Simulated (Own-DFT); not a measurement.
## Calculated data, GaAs (zincblende with one plane slipped along a stacking-fault path, atoms displaced), GaN (wurtzite, atoms displaced)

All values are calculated (Own-DFT development build). A calculation, not a measurement: plane-wave PBE density functional theory by an unreviewed code, no spin, of a simulated periodic cell, stress positive in tension, free energy of the whole cell less one offset for each atom, forces on such cells passed a denser k mesh, this cell's mesh not checked; offsets are fitted by least squares, one for each functional and potential file, so energies compare only between cells with the same atoms and settings and are not formation energies; the far tail of each file's local potential was reset to the Coulomb form; each entry is a single point on an unrelaxed cell, so the pressure reflects the starting lattice, mostly measured values (interpolated for alloys), from which strain is counted, and rises with the displacements; printed positions are rounded, which can move forces by about a meV/angstrom; the program, named Own-DFT, is a retired in-house code; no spin-orbit coupling.

Common to all runs: functional PBE; potential files PseudoDojo norm-conserving, scalar-relativistic, standard set; wave cutoff 42 hartree; occupations Fermi-Dirac; smearing width 0.1 eV.

```json
{"entry": 1, "formula": "GaAs", "kind": "zincblende with one plane slipped along a stacking-fault path, atoms displaced", "structure": {"cell_angstrom": [[5.6533, -5.6533, 0.0], [0.0, 5.6533, -5.6533], [12.1546, 12.1546, 9.6106]], "atoms_fractional": [["Ga", 0.99916, 0.00205, 0.99805], ["As", 0.97634, 0.95635, 0.12445], ["Ga", 0.13647, 0.27743, 0.16548], ["As", 0.12428, 0.24534, 0.29452], ["Ga", 0.27769, 0.05958, 0.33507], ["As", 0.26475, 0.01826, 0.4578], ["Ga", 0.075, 0.15377, 0.49807], ["As", 0.0519, 0.10634, 0.62423], ["Ga", 0.21048, 0.43399, 0.6673], ["As", 0.20725, 0.39517, 0.79003], ["Ga", 0.35372, 0.21234, 0.83554], ["As", 0.34598, 0.18024, 0.9555], ["Ga", 0.99835, 0.49682, 0.99574], ["As", 0.9714, 0.45439, 0.12748], ["Ga", 0.1477, 0.7816, 0.1636], ["As", 0.12324, 0.73844, 0.29283], ["Ga", 0.27651, 0.56556, 0.33102], ["As", 0.26819, 0.52983, 0.45687], ["Ga", 0.07395, 0.64903, 0.50145], ["As", 0.05658, 0.61302, 0.62455], ["Ga", 0.22389, 0.94447, 0.66388], ["As", 0.20072, 0.89804, 0.79394], ["Ga", 0.36253, 0.72236, 0.83376], ["As", 0.33544, 0.67707, 0.95755], ["Ga", 0.50806, 0.00044, 0.99906], ["As", 0.4793, 0.95473, 0.12579], ["Ga", 0.64124, 0.28333, 0.16705], ["As", 0.62505, 0.24219, 0.2891], ["Ga", 0.78254, 0.06366, 0.33085], ["As", 0.7623, 0.03209, 0.45989], ["Ga", 0.57308, 0.14831, 0.49791], ["As", 0.56015, 0.11731, 0.62505], ["Ga", 0.71624, 0.43381, 0.66722], ["As", 0.69873, 0.39441, 0.79141], ["Ga", 0.84661, 0.21046, 0.8326], ["As", 0.84305, 0.18026, 0.95905], ["Ga", 0.5043, 0.50742, 0.99759], ["As", 0.47824, 0.46308, 0.12649], ["Ga", 0.63983, 0.78396, 0.16639], ["As", 0.61369, 0.74116, 0.29131], ["Ga", 0.78705, 0.56675, 0.32981], ["As", 0.76018, 0.525, 0.45727], ["Ga", 0.57368, 0.64691, 0.4981], ["As", 0.55371, 0.60981, 0.62589], ["Ga", 0.71114, 0.93667, 0.66527], ["As", 0.69393, 0.89219, 0.79103], ["Ga", 0.85965, 0.71522, 0.83123], ["As", 0.84277, 0.68244, 0.95826]]}, "settings": {"hardware": "one NVIDIA H100", "k_mesh": "4 x 4 x 2 centred on Gamma"}, "results": {"free_energy_of_cell_above_offsets [eV]": "-18.288", "pressure [GPa]": 3.88, "stress_xx [GPa]": -4.62, "stress_yy [GPa]": -4.41, "stress_zz [GPa]": -2.62, "stress_yz [GPa]": 0.22, "stress_xz [GPa]": -0.1, "stress_xy [GPa]": 0.7, "force_element": ["Ga", "As", "Ga", "As", "Ga", "As", "Ga", "As", "Ga", "As", "Ga", "As", "Ga", "As", "Ga", "As", "Ga", "As", "Ga", "As", "Ga", "As", "Ga", "As", "Ga", "As", "Ga", "As", "Ga", "As", "Ga", "As", "Ga", "As", "Ga", "As", "Ga", "As", "Ga", "As", "Ga", "As", "Ga", "As", "Ga", "As", "Ga", "As"], "force_x [eV/angstrom]": [0.644, 0.198, 0.313, -0.606, 0.128, -1.023, 1.092, 0.033, 0.003, -0.35, -0.029, 0.557, 0.63, -0.044, -0.219, -0.661, 0.672, -1.24, 0.348, 0.224, 0.176, -0.632, -0.45, 0.346, -0.252, -0.004, -0.673, -0.053, 0.311, -1.022, 1.06, -0.367, 0.102, -0.288, 0.82, -0.56, 0.078, -0.348, 0.211, 0.349, -0.25, -0.517, 1.283, -0.255, 0.242, 0.197, 0.159, -0.331], "force_y [eV/angstrom]": [-0.244, -0.265, 0.253, -0.615, -0.505, 0.267, 0.248, 0.411, -0.655, 1.142, -0.558, 0.836, 0.884, -0.85, 0.682, 0.142, -0.135, -0.336, 0.251, 0.522, 0.174, -0.524, -0.265, -0.056, 0.418, -0.008, 0.083, 0.698, 0.312, -1.754, 1.331, -0.062, 0.039, 0.319, -0.577, -0.387, 0.1, -0.486, -0.123, -0.429, 0.41, -1.179, 1.107, 0.021, -0.4, -0.256, 0.269, -0.245], "force_z [eV/angstrom]": [0.093, -0.148, 0.222, -0.072, -0.414, 1.066, -0.864, -0.507, 0.128, 0.232, -0.619, 0.536, 0.297, -0.825, 0.552, -1.13, 0.521, 1.071, -0.929, -0.07, 0.851, -0.317, 0.416, -0.19, 0.297, -0.981, 0.175, 0.332, 0.301, 0.99, -1.067, -0.38, -0.208, 0.068, -0.246, -0.147, 0.628, -0.127, 0.377, -0.111, 0.373, 0.823, -0.936, -0.258, 0.472, -0.206, 0.082, -0.148], "wall_time [s]": 750.0}}
{"entry": 2, "formula": "GaAs", "kind": "zincblende with one plane slipped along a stacking-fault path, atoms displaced", "structure": {"cell_angstrom": [[5.6533, -5.6533, 0.0], [0.0, 5.6533, -5.6533], [12.1546, 12.1546, 9.6106]], "atoms_fractional": [["Ga", 0.99488, 0.99859, 0.00063], ["As", 0.98337, 0.9668, 0.12559], ["Ga", 0.1438, 0.28092, 0.16486], ["As", 0.12395, 0.24048, 0.28986], ["Ga", 0.281, 0.05894, 0.33543], ["As", 0.26422, 0.03298, 0.45787], ["Ga", 0.07284, 0.14679, 0.49983], ["As", 0.05122, 0.11306, 0.62688], ["Ga", 0.21674, 0.43723, 0.66414], ["As", 0.19723, 0.39331, 0.78875], ["Ga", 0.35341, 0.21794, 0.83336], ["As", 0.33853, 0.18096, 0.95881], ["Ga", 0.00586, 0.50163, 0.00089], ["As", 0.98551, 0.45693, 0.12543], ["Ga", 0.14409, 0.78437, 0.1662], ["As", 0.11935, 0.7445, 0.29123], ["Ga", 0.27776, 0.5584, 0.33421], ["As", 0.25974, 0.52741, 0.46007], ["Ga", 0.07705, 0.64896, 0.50004], ["As", 0.05953, 0.60753, 0.62576], ["Ga", 0.2237, 0.9422, 0.66687], ["As", 0.20595, 0.90391, 0.79345], ["Ga", 0.36298, 0.71693, 0.83465], ["As", 0.33784, 0.6792, 0.95895], ["Ga", 0.4967, 0.99833, 0.00111], ["As", 0.48455, 0.96343, 0.12714], ["Ga", 0.64529, 0.29375, 0.16892], ["As", 0.62721, 0.24719, 0.2904], ["Ga", 0.78427, 0.06091, 0.33362], ["As", 0.76309, 0.03009, 0.45794], ["Ga", 0.57591, 0.14568, 0.49966], ["As", 0.55709, 0.11324, 0.62711], ["Ga", 0.71538, 0.43443, 0.66068], ["As", 0.69874, 0.3951, 0.78974], ["Ga", 0.86376, 0.22198, 0.83427], ["As", 0.84389, 0.18072, 0.95841], ["Ga", 0.50177, 0.50371, 0.99974], ["As", 0.48268, 0.46505, 0.12548], ["Ga", 0.63215, 0.77052, 0.16602], ["As", 0.62885, 0.74725, 0.28975], ["Ga", 0.78812, 0.57409, 0.33193], ["As", 0.76929, 0.52512, 0.45892], ["Ga", 0.5738, 0.64305, 0.50157], ["As", 0.55582, 0.60917, 0.62358], ["Ga", 0.71897, 0.93131, 0.66666], ["As", 0.70912, 0.8985, 0.79164], ["Ga", 0.8534, 0.71763, 0.83364], ["As", 0.83703, 0.67446, 0.95923]]}, "settings": {"hardware": "one NVIDIA H100", "k_mesh": "4 x 4 x 2 centred on Gamma"}, "results": {"free_energy_of_cell_above_offsets [eV]": "-18.212", "pressure [GPa]": 3.9, "stress_xx [GPa]": -4.42, "stress_yy [GPa]": -4.74, "stress_zz [GPa]": -2.54, "stress_yz [GPa]": 0.16, "stress_xz [GPa]": -0.34, "stress_xy [GPa]": 0.28, "force_element": ["Ga", "As", "Ga", "As", "Ga", "As", "Ga", "As", "Ga", "As", "Ga", "As", "Ga", "As", "Ga", "As", "Ga", "As", "Ga", "As", "Ga", "As", "Ga", "As", "Ga", "As", "Ga", "As", "Ga", "As", "Ga", "As", "Ga", "As", "Ga", "As", "Ga", "As", "Ga", "As", "Ga", "As", "Ga", "As", "Ga", "As", "Ga", "As"], "force_x [eV/angstrom]": [0.238, -0.519, 0.359, 0.136, -0.077, -0.348, 0.82, 0.096, 0.409, 0.335, 0.593, -0.061, -0.355, -0.148, -0.148, 0.399, 0.143, -0.465, 0.917, -0.247, -0.312, -0.579, -0.233, 0.249, 0.243, -0.048, -0.243, 0.307, -0.096, -0.657, 0.693, -0.286, 0.933, -0.174, -0.306, -0.306, -0.1, -0.545, 0.756, -0.478, -0.117, -1.29, 0.34, 0.174, -0.186, -0.587, 0.541, 0.227], "force_y [eV/angstrom]": [-0.329, -0.301, 0.239, 0.139, -0.31, -0.938, 1.258, -0.72, -0.244, 0.42, -0.17, 0.044, 0.187, 0.558, -0.073, -0.507, -0.159, -1.614, 1.324, 0.731, 0.235, -0.261, -0.3, -0.199, 0.007, 0.096, -0.727, 0.535, 0.041, -1.32, 1.411, -0.75, 0.336, 0.139, -0.052, 0.392, 0.027, -0.578, 0.331, 0.556, 0.01, -0.472, 0.321, 0.554, 0.301, 0.749, -0.837, -0.078], "force_z [eV/angstrom]": [0.082, 0.606, 0.114, 0.094, -0.702, 1.366, -0.941, -0.297, 0.526, -0.361, -0.215, 0.085, 0.206, -0.397, 0.017, 0.002, -0.351, 0.969, -1.108, -0.947, 0.638, 0.554, -0.242, -0.161, -0.234, -0.336, 0.139, 0.511, -0.492, 1.348, -0.946, -0.083, 0.426, -0.176, -0.016, 0.079, 0.256, 0.261, -0.88, 0.453, 0.676, 0.843, -1.371, -0.141, 0.282, -0.173, 0.314, -0.276], "wall_time [s]": 736.9}}
{"entry": 3, "formula": "GaN", "kind": "wurtzite, atoms displaced", "structure": {"cell_angstrom": [[12.756, 0.0, 0.0], [-4.7835, 8.2853, 0.0], [0.0, 0.0, 10.37]], "atoms_fractional": [["Ga", 0.07632, 0.2137, 0.00321], ["Ga", 0.16506, 0.10911, 0.24935], ["N", 0.08454, 0.21107, 0.19823], ["N", 0.16426, 0.10793, 0.44013], ["Ga", 0.08646, 0.22622, 0.49713], ["Ga", 0.16518, 0.10624, 0.75816], ["N", 0.09077, 0.22993, 0.69153], ["N", 0.16981, 0.1144, 0.93176], ["Ga", 0.08716, 0.56186, 0.00321], ["Ga", 0.17207, 0.4566, 0.25045], ["N", 0.07749, 0.55177, 0.1934], ["N", 0.15918, 0.43036, 0.44344], ["Ga", 0.08758, 0.55773, 0.49923], ["Ga", 0.15849, 0.4423, 0.74524], ["N", 0.08059, 0.55576, 0.694], ["N", 0.1662, 0.44455, 0.93902], ["Ga", 0.08027, 0.88778, 0.00159], ["Ga", 0.16534, 0.78059, 0.24528], ["N", 0.08682, 0.89067, 0.18609], ["N", 0.15822, 0.77257, 0.43608], ["Ga", 0.07954, 0.88577, 0.49863], ["Ga", 0.16499, 0.78078, 0.74835], ["N", 0.07666, 0.88577, 0.68465], ["N", 0.16201, 0.77333, 0.93851], ["Ga", 0.33109, 0.21745, 0.00057], ["Ga", 0.42071, 0.11339, 0.24856], ["N", 0.3331, 0.22267, 0.19941], ["N", 0.41913, 0.11388, 0.44326], ["Ga", 0.34138, 0.21787, 0.49634], ["Ga", 0.42291, 0.11138, 0.75052], ["N", 0.33832, 0.23044, 0.68813], ["N", 0.42299, 0.11151, 0.93718], ["Ga", 0.33887, 0.56343, 0.00105], ["Ga", 0.42103, 0.45816, 0.25368], ["N", 0.32488, 0.55743, 0.19257], ["N", 0.41084, 0.43446, 0.43749], ["Ga", 0.32942, 0.56002, 0.50495], ["Ga", 0.41481, 0.4381, 0.75324], ["N", 0.32856, 0.56015, 0.6873], ["N", 0.42144, 0.44391, 0.93829], ["Ga", 0.34375, 0.89591, 0.00035], ["Ga", 0.41767, 0.784, 0.24955], ["N", 0.32816, 0.88173, 0.17482], ["N", 0.41692, 0.77516, 0.43915], ["Ga", 0.32401, 0.87338, 0.49581], ["Ga", 0.41577, 0.78235, 0.75008], ["N", 0.33649, 0.89736, 0.6877], ["N", 0.41544, 0.77497, 0.93776], ["Ga", 0.58755, 0.21111, 0.00291], ["Ga", 0.66337, 0.10415, 0.24062], ["N", 0.58866, 0.22412, 0.19189], ["N", 0.66559, 0.11757, 0.44], ["Ga", 0.58104, 0.21579, 0.50071], ["Ga", 0.66251, 0.10657, 0.74298], ["N", 0.57829, 0.21471, 0.68082], ["N", 0.67061, 0.11442, 0.94166], ["Ga", 0.57799, 0.54938, 0.00252], ["Ga", 0.66697, 0.43862, 0.24043], ["N", 0.5805, 0.54475, 0.18565], ["N", 0.65966, 0.44351, 0.44379], ["Ga", 0.57866, 0.55387, 0.50029], ["Ga", 0.66929, 0.43892, 0.75662], ["N", 0.5827, 0.55532, 0.6866], ["N", 0.668, 0.45024, 0.93799], ["Ga", 0.58226, 0.88921, 0.0047], ["Ga", 0.66079, 0.77595, 0.25005], ["N", 0.57858, 0.87693, 0.18951], ["N", 0.66792, 0.7642, 0.44743], ["Ga", 0.58609, 0.88639, 0.48986], ["Ga", 0.66083, 0.7796, 0.76052], ["N", 0.58047, 0.88754, 0.69098], ["N", 0.668, 0.7852, 0.94186], ["Ga", 0.82926, 0.22251, 0.99837], ["Ga", 0.9159, 0.10555, 0.25674], ["N", 0.82525, 0.21648, 0.19083], ["N", 0.92023, 0.11483, 0.44338], ["Ga", 0.82597, 0.2263, 0.49962], ["Ga", 0.91277, 0.11372, 0.75673], ["N", 0.83878, 0.22254, 0.68496], ["N", 0.92242, 0.11635, 0.94164], ["Ga", 0.83993, 0.55818, 0.00605], ["Ga", 0.91328, 0.44283, 0.24432], ["N", 0.83122, 0.56117, 0.18993], ["N", 0.91505, 0.44707, 0.43236], ["Ga", 0.82587, 0.53666, 0.50018], ["Ga", 0.91656, 0.43589, 0.75055], ["N", 0.83809, 0.55479, 0.68315], ["N", 0.91842, 0.44637, 0.93521], ["Ga", 0.8425, 0.89386, 0.99797], ["Ga", 0.9168, 0.7794, 0.25278], ["N", 0.832, 0.88755, 0.18608], ["N", 0.91863, 0.77399, 0.44137], ["Ga", 0.81952, 0.87235, 0.48771], ["Ga", 0.91994, 0.77635, 0.74641], ["N", 0.83474, 0.89229, 0.68511], ["N", 0.92181, 0.77528, 0.94161]]}, "settings": {"k_mesh": "3 x 4 x 3 centred on Gamma"}, "results": {"free_energy_of_cell_above_offsets [eV]": "25.307", "pressure [GPa]": 7.6, "stress_xx [GPa]": -8.39, "stress_yy [GPa]": -7.27, "stress_zz [GPa]": -7.14, "stress_yz [GPa]": -0.02, "stress_xz [GPa]": -0.08, "stress_xy [GPa]": -0.58, "force_element": ["Ga", "Ga", "N", "N", "Ga", "Ga", "N", "N", "Ga", "Ga", "N", "N", "Ga", "Ga", "N", "N", "Ga", "Ga", "N", "N", "Ga", "Ga", "N", "N", "Ga", "Ga", "N", "N", "Ga", "Ga", "N", "N", "Ga", "Ga", "N", "N", "Ga", "Ga", "N", "N", "Ga", "Ga", "N", "N", "Ga", "Ga", "N", "N", "Ga", "Ga", "N", "N", "Ga", "Ga", "N", "N", "Ga", "Ga", "N", "N", "Ga", "Ga", "N", "N", "Ga", "Ga", "N", "N", "Ga", "Ga", "N", "N", "Ga", "Ga", "N", "N", "Ga", "Ga", "N", "N", "Ga", "Ga", "N", "N", "Ga", "Ga", "N", "N", "Ga", "Ga", "N", "N", "Ga", "Ga", "N", "N"], "force_x [eV/angstrom]": [2.073, 1.386, -2.175, 0.983, 0.273, 0.01, -0.82, -0.344, 0.281, -1.788, 0.572, 0.207, -1.302, 1.422, -0.023, 0.326, 1.525, 0.106, -0.957, 1.369, -0.244, 0.141, 1.775, 0.793, 0.471, -0.904, 0.482, 1.084, -3.059, -1.871, 0.128, -0.283, -0.817, -0.659, 2.871, -0.397, 0.95, -0.29, 0.694, -1.651, -1.766, -1.109, 0.667, -0.119, 0.073, -0.135, -0.62, 0.703, -1.873, 0.203, -0.625, 0.631, -0.801, 0.687, 1.428, -0.124, 1.233, -0.527, -0.373, 0.99, -0.162, -0.569, 0.109, 0.906, 0.454, 2.371, -0.633, -4.239, -0.281, 1.594, 0.103, 0.454, 1.8, -0.144, 1.376, -1.623, 2.483, 2.134, -1.88, -2.0, -0.945, -0.343, 0.845, 0.962, -0.77, -0.803, -0.501, 0.015, -1.01, 0.266, -0.422, -1.397, 4.653, -1.879, -0.505, -1.301], "force_y [eV/angstrom]": [2.211, -0.299, 1.92, -0.024, -2.873, 0.872, -1.7, -0.689, -1.163, -2.793, 0.575, 3.948, -1.295, 0.535, 0.66, -0.074, 0.608, -0.637, -0.339, 0.369, 1.042, -0.065, 0.87, 1.601, 0.546, -0.226, 0.391, -2.592, 0.34, 0.565, -2.163, 0.338, -2.055, -1.786, 1.314, 1.916, -1.838, 1.585, -0.006, -0.396, -1.042, -1.044, 1.041, 0.46, 1.968, -0.809, -1.336, 1.124, 2.305, 0.213, -1.541, -2.046, 1.299, 0.61, 1.093, -1.573, 1.15, 1.205, 1.411, -0.796, -1.999, 0.875, 0.023, -0.968, -0.289, -1.228, 1.214, 0.485, 0.455, -0.543, 0.044, -0.547, 0.774, 0.745, 0.344, -1.094, -0.045, -0.873, -0.338, -0.858, -0.352, -0.311, -0.515, -0.679, 1.883, 1.229, -0.855, -0.529, -0.872, 0.232, -0.217, -0.806, 3.468, -0.372, -0.545, 0.179], "force_z [eV/angstrom]": [0.712, 1.461, -1.685, -0.127, 1.797, -3.369, -0.341, 2.918, -0.399, 0.959, -0.656, -1.478, 0.452, 1.34, -1.463, 0.529, -0.387, 0.296, 0.229, -0.431, 0.277, 0.437, 0.427, -0.133, 0.73, 0.548, -1.65, -1.796, 1.105, -0.242, 0.024, 0.442, -0.241, -0.071, -0.966, 0.281, -0.374, -0.846, 0.88, 0.549, -2.011, 0.202, 3.119, -0.815, 0.758, -0.373, -0.401, 0.06, -0.263, 1.855, -1.015, -1.355, -0.614, 0.423, 1.66, -1.304, -0.702, 2.254, 0.665, -1.465, 1.076, -1.668, 1.153, 1.196, -1.262, 0.0, 0.11, -3.159, 1.774, -1.807, -1.082, 1.038, 0.776, -0.066, -0.799, -0.438, -0.512, -1.662, 0.445, -0.224, -1.135, 0.902, -0.168, 0.292, -0.305, -0.238, 1.251, 1.085, 0.004, 0.349, 0.599, -0.799, 2.791, 0.193, 0.734, -0.865]}}
```
